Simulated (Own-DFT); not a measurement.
Simulation results for GaP (zincblende, atoms displaced)

A calculation, not a measurement: plane-wave PBE density functional theory by an unreviewed code, no spin, of a simulated periodic cell, stress positive in tension, free energy of the whole cell less one offset for each atom, forces on such cells passed a denser k mesh, this cell's mesh not checked; offsets are fitted by least squares, one for each functional and potential file, so energies compare only between cells with the same atoms and settings and are not formation energies; the far tail of each file's local potential was reset to the Coulomb form; each entry is a single point on an unrelaxed cell, so the pressure reflects the starting lattice, mostly measured values (interpolated for alloys), from which strain is counted, and rises with the displacements; printed positions are rounded, which can move forces by about a meV/angstrom; the program, named Own-DFT, is a retired in-house code; no spin-orbit coupling; before rounding, a Quantum ESPRESSO 7.3.1 run of the same cell and cutoff gave forces within 1 meV/angstrom rms on each cell, which checks the program and not the settings. Program: Own-DFT development build.

Common to all runs: functional PBE; potential files PseudoDojo norm-conserving, scalar-relativistic, standard set; wave cutoff 42 hartree; occupations Fermi-Dirac; smearing width 0.1 eV; k mesh 2 x 3 x 3 centred on Gamma.

(1) GaP (zincblende, atoms displaced)

```
CELL_PARAMETERS angstrom
16.35150 0.00000 0.00000
0.00000 10.90100 0.00000
0.00000 0.00000 10.90100
ATOMIC_POSITIONS crystal
Ga 0.00270 0.99453 0.99650
Ga 0.99182 0.26193 0.22303
Ga 0.16356 0.97808 0.26894
Ga 0.15924 0.22904 0.00239
P 0.07196 0.09833 0.13707
P 0.09056 0.37351 0.36459
P 0.26743 0.12890 0.34898
P 0.25438 0.36299 0.08852
Ga 0.00790 0.99573 0.48523
Ga 0.01571 0.25526 0.76040
Ga 0.17316 0.01002 0.76332
Ga 0.17867 0.25244 0.50075
P 0.09404 0.11354 0.62820
P 0.07906 0.37768 0.88050
P 0.25181 0.11356 0.86492
P 0.26026 0.36960 0.59472
Ga 0.99894 0.49354 0.97789
Ga 0.99636 0.74766 0.26499
Ga 0.17738 0.51702 0.25215
Ga 0.17772 0.73863 0.00034
P 0.07528 0.60680 0.10205
P 0.07192 0.88220 0.37899
P 0.24139 0.62503 0.36868
P 0.24898 0.86442 0.12199
Ga 0.00060 0.52454 0.51621
Ga 0.00674 0.73982 0.73573
Ga 0.16682 0.49881 0.74212
Ga 0.18364 0.76038 0.50461
P 0.09322 0.63624 0.61011
P 0.09012 0.88324 0.89642
P 0.24182 0.60975 0.86456
P 0.24517 0.84861 0.61890
Ga 0.33430 0.99205 0.98980
Ga 0.31548 0.25244 0.24257
Ga 0.50923 0.98144 0.26619
Ga 0.49346 0.23350 0.99128
P 0.41843 0.12525 0.08835
P 0.41211 0.41229 0.36700
P 0.58173 0.10698 0.36519
P 0.57484 0.39785 0.10585
Ga 0.32368 0.00970 0.49140
Ga 0.33041 0.25667 0.76970
Ga 0.49701 0.99355 0.73552
Ga 0.50312 0.27413 0.51184
P 0.41303 0.12954 0.63444
P 0.41951 0.37343 0.86276
P 0.59195 0.12347 0.87972
P 0.57811 0.37574 0.62203
Ga 0.34806 0.49119 0.02993
Ga 0.34095 0.74774 0.23503
Ga 0.51629 0.49291 0.27809
Ga 0.50397 0.75645 0.99358
P 0.42358 0.62949 0.11053
P 0.42136 0.88104 0.38370
P 0.58729 0.64193 0.36246
P 0.58716 0.88183 0.11844
Ga 0.33053 0.51716 0.49772
Ga 0.33599 0.75632 0.75041
Ga 0.48969 0.50183 0.74426
Ga 0.51266 0.72800 0.51763
P 0.43343 0.63113 0.59794
P 0.41964 0.88374 0.87638
P 0.58541 0.62767 0.85130
P 0.59689 0.86090 0.61078
Ga 0.66235 0.00223 0.00205
Ga 0.63688 0.22271 0.23714
Ga 0.83217 0.99675 0.26309
Ga 0.83572 0.23985 0.00764
P 0.76816 0.13121 0.13590
P 0.74627 0.39508 0.34659
P 0.90849 0.12798 0.37971
P 0.91049 0.37519 0.11982
Ga 0.67207 0.99229 0.48862
Ga 0.66606 0.23386 0.73307
Ga 0.82656 0.01927 0.75268
Ga 0.83583 0.23119 0.50218
P 0.76538 0.11287 0.62905
P 0.74505 0.36856 0.88099
P 0.92743 0.13589 0.87223
P 0.90318 0.39111 0.61122
Ga 0.66541 0.49904 0.01038
Ga 0.66876 0.74629 0.24895
Ga 0.81948 0.49896 0.23341
Ga 0.81989 0.72709 0.98527
P 0.75661 0.59564 0.11007
P 0.75117 0.85862 0.38445
P 0.92121 0.64179 0.39209
P 0.92118 0.84845 0.13170
Ga 0.67887 0.50374 0.54071
Ga 0.67904 0.75482 0.74364
Ga 0.82862 0.51254 0.75682
Ga 0.84244 0.77129 0.52083
P 0.73742 0.60639 0.63430
P 0.74993 0.87335 0.86289
P 0.92886 0.58263 0.87255
P 0.89846 0.86601 0.62846
```

* free energy of cell above offsets: -12.259 eV
* pressure: 9 GPa
* stress xx: -8.83 GPa
* stress yy: -8.96 GPa
* stress zz: -9.21 GPa
* stress yz: -0.67 GPa
* stress xz: -2.25 GPa
* stress xy: -4.05 GPa

Force:
```csv
element,x (eV/Å),y (eV/Å),z (eV/Å)
Ga,-2.313,-0.341,0.545
Ga,1.894,-1.553,2.756
Ga,1.362,1.657,-1.874
Ga,-0.519,-0.314,-0.279
P,1.501,1.993,0.422
P,-0.621,0.231,0.352
P,-4.913,-4.506,4.182
P,-1.415,0.115,2.463
Ga,-3.81,3.952,3.847
Ga,-1.847,-0.865,-2.878
Ga,-2.721,-3.651,-2.177
Ga,-2.448,-1.751,-2.348
P,-0.696,1.112,-0.93
P,3.991,-1.155,-0.711
P,1.652,2.548,2.824
P,0.723,1.253,4.069
Ga,2.491,-3.803,6.802
Ga,1.252,-0.947,-1.537
Ga,-3.8,-3.975,-3.88
Ga,-1.992,-0.638,-0.454
P,1.952,1.937,2.675
P,3.763,-4.435,-1.411
P,3.618,3.3,1.764
P,0.55,1.153,0.739
Ga,-0.519,-2.354,-1.468
Ga,-0.746,0.977,1.725
Ga,-0.695,-1.177,-1.278
Ga,-6.276,-4.458,-6.766
P,0.666,-0.518,1.058
P,0.881,-1.832,-2.656
P,3.098,1.119,1.083
P,5.502,7.446,6.107
Ga,-1.022,0.357,0.948
Ga,4.484,4.699,-4.418
Ga,-1.945,-0.719,-2.65
Ga,3.267,3.663,-2.592
P,-2.655,-2.533,5.184
P,-0.833,-3.479,0.303
P,-0.154,1.359,4.228
P,-2.183,-3.513,2.099
Ga,1.629,-1.105,1.305
Ga,-0.421,-0.299,-2.216
Ga,1.505,0.091,0.27
Ga,-3.515,-2.959,-3.175
P,-0.145,0.428,-1.166
P,0.003,0.721,2.082
P,-1.403,0.184,-1.868
P,3.087,1.507,2.408
Ga,-0.334,-0.299,-3.258
Ga,0.059,0.337,1.34
Ga,0.355,0.676,-2.366
Ga,0.612,-0.529,-0.903
P,1.234,0.584,1.988
P,-1.062,-1.652,0.39
P,-0.071,-1.439,2.286
P,-0.314,-1.644,1.096
Ga,0.462,0.751,-0.358
Ga,0.44,-1.369,0.25
Ga,1.114,0.523,-0.32
Ga,4.971,5.618,-5.405
P,-7.649,-4.616,5.553
P,0.178,-1.425,-1.272
P,-0.166,0.122,1.825
P,-1.129,1.689,1.235
Ga,2.72,0.265,0.129
Ga,3.278,3.59,-2.777
Ga,0.649,-1.62,-0.555
Ga,0.461,1.371,-2.339
P,-3.846,-1.745,0.557
P,-3.014,-3.535,4.308
P,3.163,-1.129,-1.641
P,-0.094,1.844,-1.14
Ga,0.205,0.523,0.602
Ga,0.462,0.99,1.003
Ga,4.402,-3.646,4.397
Ga,-0.737,3.601,0.061
P,-5.548,2.865,-4.231
P,0.269,-0.345,-0.696
P,-1.205,-1.248,0.352
P,1.358,-0.932,0.935
Ga,-0.288,-0.199,-3.603
Ga,1.49,0.721,-1.887
Ga,5.515,-0.794,2.59
Ga,2.468,0.965,-0.074
P,-2.494,5.27,-1.245
P,0.442,0.347,-1.227
P,-1.972,-1.301,-0.331
P,-2.026,1.999,-1.78
Ga,-7.074,-8.544,-10.07
Ga,-1.797,-0.635,-0.208
Ga,-0.348,-2.512,-0.062
Ga,-6.329,-8.068,-8.262
P,8.515,9.298,6.376
P,0.713,1.093,2.091
P,-5.351,7.679,-5.379
P,8.05,7.582,8.522
```

(2) GaP (zincblende, atoms displaced)

```
CELL_PARAMETERS angstrom
16.35150 0.00000 0.00000
0.00000 10.90100 0.00000
0.00000 0.00000 10.90100
ATOMIC_POSITIONS crystal
Ga 0.00509 0.00236 0.01620
Ga 0.00084 0.25684 0.25674
Ga 0.14966 0.01552 0.26120
Ga 0.17607 0.25030 0.99933
P 0.07802 0.13119 0.14112
P 0.08766 0.38239 0.36729
P 0.24261 0.14460 0.37551
P 0.26230 0.36085 0.12454
Ga 0.99576 0.01591 0.52467
Ga 0.00794 0.25978 0.75835
Ga 0.15799 0.00540 0.76973
Ga 0.16433 0.24429 0.51363
P 0.08222 0.12749 0.62561
P 0.08527 0.33484 0.87791
P 0.24705 0.11779 0.87745
P 0.24178 0.36271 0.61821
Ga 0.99034 0.51351 0.98374
Ga 0.98357 0.75100 0.27116
Ga 0.16458 0.51115 0.27275
Ga 0.16569 0.75121 0.00793
P 0.09803 0.62277 0.12295
P 0.08051 0.87066 0.37886
P 0.23882 0.62712 0.37252
P 0.23672 0.87396 0.13115
Ga 0.98288 0.49157 0.50259
Ga 0.99369 0.75966 0.73128
Ga 0.15409 0.51508 0.76478
Ga 0.17956 0.77145 0.49578
P 0.08099 0.63385 0.59168
P 0.07950 0.89941 0.87606
P 0.25249 0.63269 0.86454
P 0.25662 0.89138 0.62010
Ga 0.33694 0.98639 0.97952
Ga 0.32861 0.25677 0.22759
Ga 0.50755 0.99072 0.24428
Ga 0.49678 0.27019 0.01249
P 0.40930 0.13901 0.12660
P 0.41807 0.40316 0.38215
P 0.58152 0.14625 0.37468
P 0.59163 0.38590 0.10779
Ga 0.33415 0.00816 0.49942
Ga 0.33340 0.24174 0.73896
Ga 0.48199 0.00176 0.75392
Ga 0.50636 0.24539 0.50521
P 0.42210 0.12423 0.62613
P 0.41109 0.38967 0.85832
P 0.59187 0.13105 0.87198
P 0.58012 0.37801 0.62880
Ga 0.33263 0.49684 0.00482
Ga 0.34490 0.75199 0.28391
Ga 0.48835 0.47998 0.26827
Ga 0.48782 0.74430 0.00525
P 0.41195 0.61171 0.14247
P 0.41678 0.86040 0.38765
P 0.57655 0.63291 0.37346
P 0.59898 0.87670 0.09920
Ga 0.32532 0.47637 0.51776
Ga 0.33230 0.75683 0.75378
Ga 0.50970 0.46908 0.73221
Ga 0.50172 0.75125 0.51006
P 0.40204 0.62524 0.64487
P 0.40835 0.88919 0.86022
P 0.56737 0.62538 0.88526
P 0.59400 0.86931 0.63202
Ga 0.66398 0.99993 0.98561
Ga 0.67366 0.22315 0.25467
Ga 0.82947 0.99733 0.26112
Ga 0.84506 0.24992 0.01109
P 0.75707 0.12931 0.10424
P 0.74691 0.39026 0.38026
P 0.91371 0.12918 0.35433
P 0.92204 0.36018 0.14302
Ga 0.66813 0.99390 0.49613
Ga 0.67171 0.25385 0.74478
Ga 0.83443 0.98381 0.74558
Ga 0.83031 0.24503 0.49749
P 0.74108 0.12027 0.63562
P 0.72961 0.36950 0.86698
P 0.91546 0.12643 0.88016
P 0.92581 0.38148 0.63176
Ga 0.66942 0.48660 0.99595
Ga 0.65433 0.76334 0.24711
Ga 0.84050 0.50067 0.27089
Ga 0.84583 0.75984 0.99436
P 0.76228 0.65020 0.12978
P 0.74750 0.89051 0.39286
P 0.93189 0.62897 0.39242
P 0.91030 0.87047 0.12986
Ga 0.67890 0.50930 0.49458
Ga 0.67196 0.74223 0.71961
Ga 0.83515 0.50314 0.74800
Ga 0.82577 0.74723 0.50926
P 0.75129 0.62065 0.63425
P 0.73720 0.86894 0.86021
P 0.92018 0.65804 0.86176
P 0.91294 0.85992 0.63743
```

* free energy of cell above offsets: -20.283 eV
* pressure: 7.68 GPa
* stress xx: -7.64 GPa
* stress yy: -7.5 GPa
* stress zz: -7.91 GPa
* stress yz: 0.06 GPa
* stress xz: 1.45 GPa
* stress xy: -0.41 GPa

Force:
```csv
element,x (eV/Å),y (eV/Å),z (eV/Å)
Ga,-1.345,0.489,0.123
Ga,1.825,-0.608,1.02
Ga,1.917,-1.516,0.607
Ga,-0.025,-1.154,1.658
P,0.532,1.019,-2.141
P,-1.845,-1.633,2.492
P,1.299,-1.491,-0.675
P,-5.47,5.517,-3.52
Ga,-1.215,-2.016,-2.501
Ga,-3.523,-3.082,-3.084
Ga,1.957,1.093,-2.994
Ga,-1.068,0.317,-2.207
P,0.142,0.289,1.727
P,2.102,5.833,2.612
P,1.353,0.724,-0.507
P,0.007,0.727,3.265
Ga,1.559,-0.943,1.524
Ga,3.14,1.991,-3.218
Ga,-0.439,-1.185,-3.634
Ga,0.445,0.575,-2.006
P,-3.349,-1.001,0.312
P,-0.821,1.276,0.654
P,3.903,1.416,2.574
P,2.452,1.338,0.859
Ga,4.443,0.067,-0.87
Ga,5.89,-1.958,1.623
Ga,-0.144,-0.772,-1.38
Ga,-1.119,-0.684,-0.015
P,0.202,-0.138,2.584
P,-1.611,-4.074,1.12
P,-1.17,-0.522,2.133
P,-1.24,-0.424,1.877
Ga,-3.277,2.503,4.392
Ga,3.018,-3.112,6.384
Ga,-0.688,0.666,-0.283
Ga,-0.239,-0.769,-1.765
P,2.276,-2.942,-1.186
P,-4.977,-6.545,5.286
P,0.14,-3.542,-0.174
P,-2.215,-2.204,4.683
Ga,0.144,0.858,-1.313
Ga,-0.814,0.783,1.175
Ga,5.05,1.146,-0.52
Ga,-1.511,1.876,0.34
P,-0.782,0.649,-1.751
P,0.173,-1.707,0.871
P,-2.937,0.275,-0.156
P,6.207,-4.037,-5.832
Ga,-0.022,0.823,-0.997
Ga,-4.158,-3.238,-4.116
Ga,6.81,4.563,-6.413
Ga,0.002,0.475,0.162
P,0.021,1.441,-0.393
P,2.771,4.551,1.609
P,0.79,-0.869,0.008
P,-3.715,-0.98,1.963
Ga,0.478,3.184,-0.986
Ga,-1.046,0.625,-0.897
Ga,-5.8,6.583,6.033
Ga,-0.14,-0.929,1.318
P,2.471,-1.609,-2.2
P,1.626,-4.324,1.132
P,1.997,-1.174,-2.022
P,-3.301,2.096,-1.422
Ga,2.011,1.69,-1.075
Ga,0.907,2.594,-1.975
Ga,-0.415,0.076,-1.844
Ga,-0.568,0.945,-1.309
P,-1.373,-2.014,2.055
P,1.287,-3.027,-1.376
P,0.38,-0.048,3.043
P,-1.756,3.838,-2.145
Ga,-2.842,2.886,2.279
Ga,-2.544,-1.445,-1.36
Ga,-1.312,1.621,1.586
Ga,-0.183,0.113,0.448
P,2.133,-0.427,-1.695
P,5.465,1.606,1.184
P,0.579,-0.666,-0.886
P,-2.518,-2.421,1.718
Ga,0.578,4.83,-0.246
Ga,1.802,-0.933,0.725
Ga,0.096,1.028,-1.504
Ga,-2.983,0.218,-0.362
P,-0.766,-2.097,0.289
P,1.765,-3.138,-2.783
P,-4.836,-0.529,0.327
P,1.484,1.48,1.109
Ga,-3.127,1.176,1.003
Ga,-1.751,0.119,4.211
Ga,0.093,-0.673,1.464
Ga,0.825,0.174,-0.825
P,1.465,-1.61,-1.947
P,2.095,-0.287,0.701
P,-0.653,-3.444,0.414
P,-2.475,3.779,-4.169
```

(3) GaP (zincblende, atoms displaced)

```
CELL_PARAMETERS angstrom
16.35150 0.00000 0.00000
0.00000 10.90100 0.00000
0.00000 0.00000 10.90100
ATOMIC_POSITIONS crystal
Ga 0.99692 0.98437 0.00849
Ga 0.99442 0.23507 0.24854
Ga 0.15956 0.00244 0.27790
Ga 0.17102 0.25163 0.03078
P 0.09293 0.11841 0.13457
P 0.07706 0.34956 0.41126
P 0.24827 0.14377 0.39434
P 0.24891 0.38468 0.14007
Ga 0.00379 0.00813 0.49770
Ga 0.99077 0.24661 0.74354
Ga 0.18219 0.99198 0.73879
Ga 0.16458 0.23067 0.47705
P 0.07053 0.12131 0.61649
P 0.09726 0.38593 0.87276
P 0.24919 0.13589 0.85206
P 0.24374 0.37215 0.60702
Ga 0.00504 0.47351 0.99961
Ga 0.00369 0.74239 0.26088
Ga 0.16170 0.49939 0.24478
Ga 0.17518 0.74872 0.99039
P 0.07412 0.60774 0.14156
P 0.07601 0.87405 0.36327
P 0.23291 0.63198 0.39949
P 0.25384 0.86135 0.11543
Ga 0.01029 0.49117 0.47858
Ga 0.99998 0.75543 0.75313
Ga 0.17570 0.49562 0.76298
Ga 0.16396 0.73172 0.48444
P 0.09019 0.64401 0.63428
P 0.08469 0.85247 0.88869
P 0.25681 0.64637 0.86957
P 0.25001 0.85393 0.63503
Ga 0.33420 0.00743 0.99622
Ga 0.34724 0.24268 0.25792
Ga 0.49998 0.99080 0.23071
Ga 0.48481 0.24563 0.98430
P 0.41254 0.13137 0.11071
P 0.41095 0.39143 0.37023
P 0.59539 0.11751 0.36900
P 0.58244 0.38559 0.11902
Ga 0.34021 0.00405 0.51237
Ga 0.33983 0.26877 0.75001
Ga 0.49877 0.99446 0.76978
Ga 0.49715 0.24444 0.49991
P 0.43189 0.13030 0.62279
P 0.42037 0.35794 0.85636
P 0.57759 0.11638 0.88141
P 0.60168 0.37740 0.62090
Ga 0.31486 0.51054 0.01537
Ga 0.32990 0.74247 0.27639
Ga 0.50757 0.50625 0.25233
Ga 0.49542 0.75126 0.98446
P 0.41013 0.62514 0.11273
P 0.40481 0.86974 0.37698
P 0.58755 0.63327 0.34980
P 0.56057 0.88095 0.14512
Ga 0.33105 0.50229 0.48121
Ga 0.34154 0.73153 0.77364
Ga 0.49559 0.49124 0.74320
Ga 0.49885 0.74769 0.49817
P 0.41935 0.62057 0.61151
P 0.43368 0.86090 0.86166
P 0.58037 0.60760 0.88972
P 0.58067 0.86276 0.63023
Ga 0.68455 0.98841 0.01692
Ga 0.66426 0.26023 0.23337
Ga 0.83328 0.98918 0.27153
Ga 0.82290 0.23744 0.98232
P 0.73887 0.13128 0.16446
P 0.75635 0.38008 0.35739
P 0.90258 0.12181 0.37889
P 0.91774 0.37726 0.12199
Ga 0.67064 0.99135 0.49151
Ga 0.65266 0.25300 0.75283
Ga 0.84607 0.98238 0.74114
Ga 0.82254 0.26312 0.51626
P 0.76502 0.11989 0.61370
P 0.75366 0.37283 0.87323
P 0.90952 0.12708 0.86866
P 0.90639 0.39438 0.65100
Ga 0.67734 0.48956 0.00061
Ga 0.67528 0.75745 0.27951
Ga 0.83346 0.51384 0.24989
Ga 0.82378 0.75076 0.00563
P 0.74739 0.63959 0.10588
P 0.73100 0.85687 0.38376
P 0.91292 0.61988 0.37445
P 0.90086 0.85924 0.10911
Ga 0.65573 0.51442 0.48584
Ga 0.66567 0.74582 0.74439
Ga 0.84125 0.52564 0.74786
Ga 0.84194 0.74327 0.48173
P 0.76134 0.61232 0.61583
P 0.75331 0.85632 0.87067
P 0.92237 0.62193 0.87213
P 0.91321 0.87066 0.63623
```

- free energy of cell above offsets: -16.606 eV
- pressure: 8.28 GPa
- stress xx: -8.44 GPa
- stress yy: -9.44 GPa
- stress zz: -6.95 GPa
- stress yz: -2.44 GPa
- stress xz: 1.44 GPa
- stress xy: 0.69 GPa

Force:
```csv
element,x (eV/Å),y (eV/Å),z (eV/Å)
Ga,0.282,0.672,-0.614
Ga,-0.082,0.587,0.243
Ga,2.584,0.462,-1.801
Ga,0.047,0.233,-2.659
P,-1.948,-0.462,-0.14
P,-0.413,-0.203,-5.326
P,6.673,-5.897,-4.865
P,0.956,-1.809,0.553
Ga,-2.77,-2.031,-1.384
Ga,0.61,1.125,0.223
Ga,-2.473,0.501,0.79
Ga,-3.972,2.827,6.835
P,3.27,0.948,2.121
P,-1.708,-3.238,1.49
P,0.523,-0.043,2.145
P,0.94,0.258,1.107
Ga,-0.208,1.817,-0.504
Ga,-2.047,-0.532,-1.829
Ga,-0.228,-0.193,2.683
Ga,-1.17,-0.499,2.237
P,0.342,1.135,-2.228
P,0.312,-0.123,2.706
P,7.929,-7.68,-8.082
P,0.351,1.559,1.948
Ga,-2.674,3.584,3.893
Ga,0.064,-0.645,0.02
Ga,1.169,1.935,-2.715
Ga,-7.126,8.384,6.66
P,-0.822,-2.16,-0.383
P,-0.75,2.75,-1.12
P,-3.449,-5.327,2.446
P,1.46,0.002,-1.591
Ga,-1.2,-1.307,-1.32
Ga,-1.564,0.687,-0.252
Ga,-6.588,8.463,7.226
Ga,2.881,0.148,1.118
P,0.229,-0.793,1.937
P,2.649,-1.634,-0.616
P,-2.293,1.02,-0.412
P,-0.901,-1.159,-0.43
Ga,-0.871,-0.385,0.621
Ga,-3.533,-2.869,-4.022
Ga,1.781,1.744,-3.525
Ga,2.652,1.837,-1.803
P,-2.411,-1.752,2.149
P,0.683,4.497,2.562
P,1.789,0.508,0.894
P,-3.289,0.778,-1.354
Ga,1.245,0.167,-1.493
Ga,-1.373,-1.109,-2.65
Ga,-1.886,-0.636,-1.863
Ga,2.179,-2.026,3.578
P,0.791,0.234,1.879
P,2.228,1.815,0.668
P,-1.974,-0.283,2.692
P,8.644,-9.136,-7.583
Ga,-1.521,0.655,2.48
Ga,3.879,3.072,-4.93
Ga,1.591,0.48,-0.355
Ga,0.43,0.559,-0.752
P,-0.962,-0.722,1.023
P,-4.743,0.903,0.419
P,0.393,0.565,-1.571
P,0.152,1.604,-0.737
Ga,-1.599,0.401,0.072
Ga,-2.759,2.966,2.643
Ga,-1.384,-1.123,-1.699
Ga,0.16,0.116,2.811
P,4.39,-4.229,-4.268
P,-1.525,-0.063,1.286
P,1.95,0.945,1.135
P,-1.172,-1.445,0.439
Ga,-1.147,1.728,2.908
Ga,2.249,-1.711,1.172
Ga,-3.709,3.391,2.891
Ga,1.703,2.178,-1.599
P,-3.099,-2.283,2.146
P,-0.789,0.533,-1.372
P,1.581,-1.746,0.671
P,2.75,-3.094,-3.795
Ga,-0.843,0.401,-0.058
Ga,-5.129,-5.785,-10.4
Ga,-0.491,-0.529,-2.236
Ga,1.672,-1.276,-3.789
P,-1.998,-2.334,4.089
P,9.334,5.926,5.87
P,2.832,-0.575,-0.604
P,3.081,2.726,4.048
Ga,2.369,-0.887,0.196
Ga,0.201,-1.74,0.349
Ga,-1.932,-0.155,2.203
Ga,-1.918,1.467,2.875
P,-2.507,2.023,-1.169
P,-0.722,2.156,-0.85
P,0.46,0.85,2.261
P,3.234,-2.692,-4.658
```
